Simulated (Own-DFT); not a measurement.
# Strain and stress in hcp Hf, 36 atoms (Hf36)

These are calculations, not measurements. The program, named Own-DFT, is a retired in-house plane-wave density functional code that no person has reviewed. Each row is one single-point run on a periodic cell that was not relaxed, without spin or spin-orbit coupling.

Settings of every run: PBE; PseudoDojo norm-conserving scalar-relativistic files; cutoff 42 hartree; 4 x 4 x 4 k mesh centred on Gamma; cold (Marzari-Vanderbilt) smearing of 0.2 eV.

Known limits: hafnium file: forces about 75 meV/angstrom off all-electron values; forces on such cells passed a denser k mesh, each cell not checked; stress not checked against mesh or cutoff.

Unstrained cell vectors in Å: (9.589, 0.000, 0.000); (-4.795, 8.304, 0.000); (0.000, 0.000, 10.102). The unstrained cell has measured lattice constants (interpolated for alloys), not those of this functional. That, the random moves and any unrelaxed bonds set the pressure at no strain. Each run strains this cell uniformly, with the atoms carried along. Every atom was also moved at random, by a Gaussian of width 0.05 Å on each axis. Strain is the symmetric tensor, in per cent. Stress is positive in tension, and the pressure is minus a third of its trace.

```
run,e_xx (%),e_yy (%),e_zz (%),e_yz (%),e_xz (%),e_xy (%),s_xx (GPa),s_yy (GPa),s_zz (GPa),s_yz (GPa),s_xz (GPa),s_xy (GPa),P (GPa),E (meV/atom)
1,1.39,1.17,-0.01,1.08,-0.07,1.55,2.02,1.46,-0.20,1.13,-0.15,1.98,-1.09,24.6
2,-0.73,0.03,-1.75,-0.16,0.40,-1.68,-4.03,-3.33,-6.03,-0.14,0.41,-2.25,4.46,28.1
3,-1.30,-1.84,-0.06,-1.32,-0.47,-0.49,-5.41,-5.87,-4.21,-1.37,-0.44,-1.11,5.16,26.1
4,0.53,0.32,-1.47,-1.40,1.66,-0.34,-0.90,-1.59,-4.30,-1.52,1.71,-0.01,2.26,22.9
5,0.32,-0.85,1.00,0.88,-0.40,-0.73,-0.45,-2.03,-0.04,0.85,-0.48,-0.77,0.84,9.1
6,-0.36,0.41,1.27,-1.65,1.89,1.72,-1.16,0.22,0.82,-1.51,1.93,2.49,0.04,26.8
7,-0.09,-1.76,-1.48,-1.69,-0.88,1.14,-3.73,-6.42,-6.32,-1.82,-0.89,1.55,5.49,36.2
8,1.18,1.41,1.63,-0.31,1.53,-0.53,2.65,3.28,3.18,-0.33,1.43,-0.81,-3.04,15.1
9,-0.46,-1.66,-0.42,-1.14,-0.25,1.01,-3.50,-5.55,-3.96,-1.19,-0.31,1.33,4.34,20.1
10,1.97,0.54,1.73,1.56,-0.24,-0.11,3.57,2.10,3.36,1.43,-0.21,-0.39,-3.01,19.6
11,-0.89,-0.07,1.91,-1.66,-0.77,-0.79,-1.88,-0.55,1.50,-1.60,-0.76,-1.00,0.31,15.6
12,-0.84,-1.45,1.73,-0.26,1.36,1.04,-2.87,-3.36,0.27,-0.34,1.27,1.74,1.98,18.6
13,0.37,-0.36,-0.10,0.74,-0.16,0.31,-0.70,-1.66,-1.56,0.77,-0.18,0.57,1.31,0.0
14,0.84,1.74,0.80,-1.82,-0.41,-1.41,1.62,3.02,1.50,-1.76,-0.59,-1.91,-2.05,25.6
15,-1.97,0.22,1.78,-0.84,-1.56,1.67,-3.94,-0.95,0.61,-0.65,-1.51,2.45,1.43,24.6
16,0.97,1.97,-1.24,-1.52,-1.62,-1.20,?,?,?,?,?,?,?,?
```

E is the free energy for each atom above the lowest run shown.

## Worked fit

Each stress component was fitted by least squares to a constant and the strains of the runs shown, as fractions, with shears doubled. Shear strains stay in the fit of a normal stress only where such slopes are resolved. The slopes, in GPa:

| stress | at no strain | per e_xx | per e_yy | per e_zz | scatter |
|---|---|---|---|---|---|
| s_xx | -1.4 | 194 ± 6 | 61 ± 6 | 62 ± 4 | 0.20 |
| s_yy | -1.5 | 61 ± 5 | 195 ± 5 | 82 ± 4 | 0.18 |
| s_zz | -1.8 | 70 ± 5 | 63 ± 5 | 208 ± 4 | 0.17 |

Each shear stress against twice its own strain: yz 51 ± 1, xz 50 ± 1, xy 69 ± 3 GPa. These are stiffnesses along x, y and z of the frame in which the cell vectors are given, which need not be the crystal's axes. The atoms are held to the strained lattice; where symmetry lets them move under strain, relaxing them would lower some slopes. The table should be nearly symmetric about its diagonal, and what it lacks of that shows the noise. A ninth of its sum, 111 ± 2 GPa, estimates the bulk modulus near the mean pressure of these runs, 1.2 GPa.

## Withheld run

Question: what normal stresses and pressure should run 16 give?

The fit gives s_xx = 0.9, s_yy = 1.9, s_zz = -2.5 and P = -0.1 GPa. The calculation gave 1.06, 1.84, -2.21 and P = -0.23 GPa.
